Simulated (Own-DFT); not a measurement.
## Calculated data, SiGe3 (layered order of Si and Ge on the diamond lattice, atoms displaced)

All values are calculated (Own-DFT development build). A calculation, not a measurement: plane-wave density functional theory by an unreviewed code, no spin, of a simulated periodic cell, stress positive in tension, run twice, with PBE and with PBEsol, both on files made for PBE, so the change isn't that of files made for PBEsol, forces on such cells moved up to 12 meV/angstrom on a denser k mesh; the far tail of each file's local potential was reset to the Coulomb form; each entry is a single point on an unrelaxed cell, so the pressure reflects the starting lattice, mostly measured values (interpolated for alloys), from which strain is counted, and rises with the displacements; printed positions are rounded, which can move forces by about a meV/angstrom; the program, named Own-DFT, is a retired in-house code; no spin-orbit coupling; stress was not checked against mesh or cutoff.

```cif
# cell vector a (Å): 11.2025 0.0000 0.0000
# cell vector b (Å): 0.0000 11.2025 0.0000
# cell vector c (Å): 0.0000 0.0000 11.2025
data_SiGe3
_symmetry_space_group_name_H-M 'P 1'
_symmetry_Int_Tables_number 1
_cell_length_a 11.2025
_cell_length_b 11.2025
_cell_length_c 11.2025
_cell_angle_alpha 90.000
_cell_angle_beta 90.000
_cell_angle_gamma 90.000
_cell_volume 1405.87
loop_
_atom_site_label
_atom_site_type_symbol
_atom_site_fract_x
_atom_site_fract_y
_atom_site_fract_z
_atom_site_occupancy
Ge1 Ge 0.00305 0.00539 0.00347 1
Ge2 Ge 0.99826 0.25202 0.24745 1
Ge3 Ge 0.24834 0.00146 0.25353 1
Ge4 Ge 0.25311 0.24826 0.00340 1
Ge5 Ge 0.12278 0.12565 0.12809 1
Ge6 Ge 0.11895 0.37452 0.37639 1
Ge7 Ge 0.38110 0.12802 0.37526 1
Ge8 Ge 0.37701 0.37892 0.12765 1
Ge9 Ge 0.00023 0.00261 0.49825 1
Si1 Si 0.99848 0.25183 0.75356 1
Si2 Si 0.24539 0.99880 0.74740 1
Ge10 Ge 0.24724 0.24478 0.49791 1
Ge11 Ge 0.12471 0.12304 0.62483 1
Si3 Si 0.12422 0.37570 0.87753 1
Si4 Si 0.37258 0.12534 0.87734 1
Ge12 Ge 0.37520 0.37954 0.61991 1
Ge13 Ge 0.99462 0.49775 0.99888 1
Ge14 Ge 0.99819 0.75351 0.24841 1
Ge15 Ge 0.24988 0.49964 0.24868 1
Ge16 Ge 0.25148 0.75031 0.99857 1
Ge17 Ge 0.12672 0.62666 0.12268 1
Ge18 Ge 0.12575 0.87412 0.37684 1
Ge19 Ge 0.37930 0.62255 0.37593 1
Ge20 Ge 0.37947 0.87418 0.12309 1
Ge21 Ge 0.00226 0.49957 0.50391 1
Si5 Si 0.00029 0.75319 0.74530 1
Si6 Si 0.24725 0.50069 0.75054 1
Ge22 Ge 0.24971 0.75311 0.50193 1
Ge23 Ge 0.12287 0.62495 0.62725 1
Si7 Si 0.12564 0.87217 0.87404 1
Si8 Si 0.37836 0.62815 0.87638 1
Ge24 Ge 0.37608 0.88071 0.61637 1
Ge25 Ge 0.49996 0.00122 0.99696 1
Ge26 Ge 0.50165 0.25084 0.24923 1
Ge27 Ge 0.74756 0.00033 0.24975 1
Ge28 Ge 0.75150 0.24892 0.99720 1
Ge29 Ge 0.62541 0.12663 0.12441 1
Ge30 Ge 0.62727 0.37747 0.37553 1
Ge31 Ge 0.87133 0.12314 0.37446 1
Ge32 Ge 0.87512 0.37767 0.12213 1
Ge33 Ge 0.49972 0.00057 0.49916 1
Si9 Si 0.49993 0.24813 0.75279 1
Si10 Si 0.75294 0.99861 0.75283 1
Ge34 Ge 0.74535 0.24868 0.49609 1
Ge35 Ge 0.62435 0.12472 0.62339 1
Si11 Si 0.62474 0.36581 0.87497 1
Si12 Si 0.87930 0.11923 0.87380 1
Ge36 Ge 0.87148 0.37942 0.61847 1
Ge37 Ge 0.50104 0.50431 0.99621 1
Ge38 Ge 0.49598 0.74727 0.25056 1
Ge39 Ge 0.75038 0.50228 0.25631 1
Ge40 Ge 0.74821 0.74793 0.99759 1
Ge41 Ge 0.62612 0.62284 0.12188 1
Ge42 Ge 0.62585 0.87285 0.37586 1
Ge43 Ge 0.87408 0.63033 0.37531 1
Ge44 Ge 0.87596 0.86694 0.12664 1
Ge45 Ge 0.49875 0.50010 0.49792 1
Si13 Si 0.50150 0.75049 0.75183 1
Si14 Si 0.74854 0.49788 0.75421 1
Ge46 Ge 0.75381 0.74895 0.49994 1
Ge47 Ge 0.62894 0.62517 0.62784 1
Si15 Si 0.62302 0.87423 0.87659 1
Si16 Si 0.87553 0.62421 0.87975 1
Ge48 Ge 0.87801 0.87364 0.62916 1
_calc_functional 'PBE, then PBEsol'
_calc_potential_files 'PseudoDojo norm-conserving, scalar-relativistic, standard set'
_calc_wave_cutoff 42  # hartree
_calc_occupations 'Fermi-Dirac'
_calc_smearing_width 0.1  # eV
_calc_k_mesh '3 x 3 x 3 centred on Gamma'
_calc_PBE_pressure 3.42  # GPa
_calc_PBE_stress_xx -3.44  # GPa
_calc_PBE_stress_yy -3.41  # GPa
_calc_PBE_stress_zz -3.41  # GPa
_calc_PBE_stress_yz 0.47  # GPa
_calc_PBE_stress_xz -0.13  # GPa
_calc_PBE_stress_xy -0.02  # GPa
_calc_PBEsol_pressure 0.71  # GPa
_calc_PBEsol_stress_xx -0.73  # GPa
_calc_PBEsol_stress_yy -0.7  # GPa
_calc_PBEsol_stress_zz -0.71  # GPa
_calc_PBEsol_stress_yz 0.45  # GPa
_calc_PBEsol_stress_xz -0.13  # GPa
_calc_PBEsol_stress_xy -0.02  # GPa
_calc_rms_change_of_force_components_from_PBE_to_PBEsol 0.041  # eV/angstrom
```

Force:
```csv
force element,PBE force x (eV/Å),PBE force y (eV/Å),PBE force z (eV/Å),PBEsol force x (eV/Å),PBEsol force y (eV/Å),PBEsol force z (eV/Å)
Ge,-0.338,-1.318,-0.692,-0.315,-1.275,-0.599
Ge,-0.44,-0.141,0.293,-0.423,-0.135,0.284
Ge,0.642,-0.178,-0.336,0.617,-0.171,-0.323
Ge,-0.35,0.45,-0.36,-0.347,0.441,-0.275
Ge,0.659,0.268,0.125,0.635,0.258,0.125
Ge,0.735,-0.042,-0.26,0.712,-0.044,-0.254
Ge,-0.639,-0.246,-0.199,-0.624,-0.242,-0.191
Ge,0.113,-0.203,-0.536,0.104,-0.201,-0.511
Ge,-0.224,-0.397,0.25,-0.211,-0.386,0.241
Si,0.007,0.018,-0.278,0.004,0.022,-0.35
Si,0.641,-0.099,0.713,0.629,-0.09,0.617
Ge,0.315,0.675,0.123,0.305,0.654,0.113
Ge,-0.377,0.449,0.814,-0.367,0.435,0.707
Si,0.186,-0.266,-0.482,0.183,-0.26,-0.389
Si,-0.078,-0.262,-1.051,-0.082,-0.261,-0.951
Ge,-0.508,-0.839,1.136,-0.484,-0.809,1.029
Ge,1.038,0.544,-0.332,1,0.518,-0.242
Ge,0.896,-0.748,0.49,0.856,-0.721,0.473
Ge,-0.319,0.125,0.56,-0.3,0.121,0.539
Ge,0.126,0.124,-0.43,0.123,0.117,-0.34
Ge,-0.466,-0.258,0.081,-0.446,-0.249,0.087
Ge,-0.278,0.165,-0.201,-0.267,0.168,-0.195
Ge,-1.148,0.337,-0.054,-1.103,0.325,-0.06
Ge,-0.729,0.416,0.289,-0.706,0.396,0.284
Ge,-0.421,0.595,-0.666,-0.413,0.571,-0.649
Si,0.063,-0.721,1.544,0.051,-0.712,1.43
Si,0.477,0.053,0.616,0.47,0.059,0.527
Ge,0.14,-0.855,-0.227,0.136,-0.817,-0.228
Ge,0.469,0.27,0.42,0.452,0.258,0.331
Si,-0.186,0.454,-0.371,-0.179,0.441,-0.28
Si,-0.559,-0.207,-0.98,-0.554,-0.21,-0.878
Ge,-0.241,-0.545,1.922,-0.233,-0.525,1.788
Ge,0.114,0.071,-0.162,0.111,0.066,-0.079
Ge,0.217,0.415,-0.034,0.208,0.402,-0.028
Ge,0.198,-0.533,-0.276,0.192,-0.514,-0.256
Ge,0.326,-0.33,-0.262,0.315,-0.32,-0.178
Ge,-0.006,-0.141,-0.227,-0.004,-0.137,-0.211
Ge,-0.569,-0.262,-0.15,-0.548,-0.257,-0.145
Ge,0.311,0.333,-0.254,0.297,0.322,-0.249
Ge,-0.683,-0.289,0.622,-0.65,-0.283,0.605
Ge,0.677,0.15,-0.418,0.649,0.144,-0.409
Si,-0.438,0.074,-0.158,-0.434,0.065,-0.24
Si,-0.433,-0.079,0.159,-0.431,-0.085,0.076
Ge,0.472,0.106,0.398,0.455,0.108,0.375
Ge,0.128,-0.148,1.072,0.124,-0.144,0.961
Si,-0.145,0.945,-0.442,-0.129,0.928,-0.348
Si,-0.305,0.658,-0.281,-0.289,0.642,-0.19
Ge,-0.142,-0.726,1.391,-0.127,-0.701,1.28
Ge,0.116,-0.93,-0.365,0.123,-0.9,-0.272
Ge,0.849,0.118,-0.268,0.821,0.113,-0.257
Ge,0.202,0.004,-0.916,0.191,0.005,-0.886
Ge,0.13,0.203,-0.247,0.125,0.189,-0.157
Ge,-0.067,0.183,0.689,-0.068,0.179,0.669
Ge,-0.219,-0.017,-0.104,-0.211,-0.01,-0.103
Ge,0.836,-0.663,0.062,0.8,-0.64,0.059
Ge,-0.614,1.451,-0.774,-0.59,1.403,-0.735
Ge,0.899,0.236,0.484,0.863,0.225,0.458
Si,-0.234,0.32,-0.204,-0.226,0.311,-0.284
Si,0.177,-0.07,0.34,0.173,-0.065,0.259
Ge,-0.418,0.465,0.578,-0.403,0.446,0.55
Ge,-0.386,-0.16,0.329,-0.371,-0.152,0.246
Si,0.328,0.178,-0.723,0.324,0.178,-0.625
Si,-0.114,0.226,-1.46,-0.106,0.225,-1.356
Ge,-0.411,0.599,-0.319,-0.402,0.584,-0.389
```
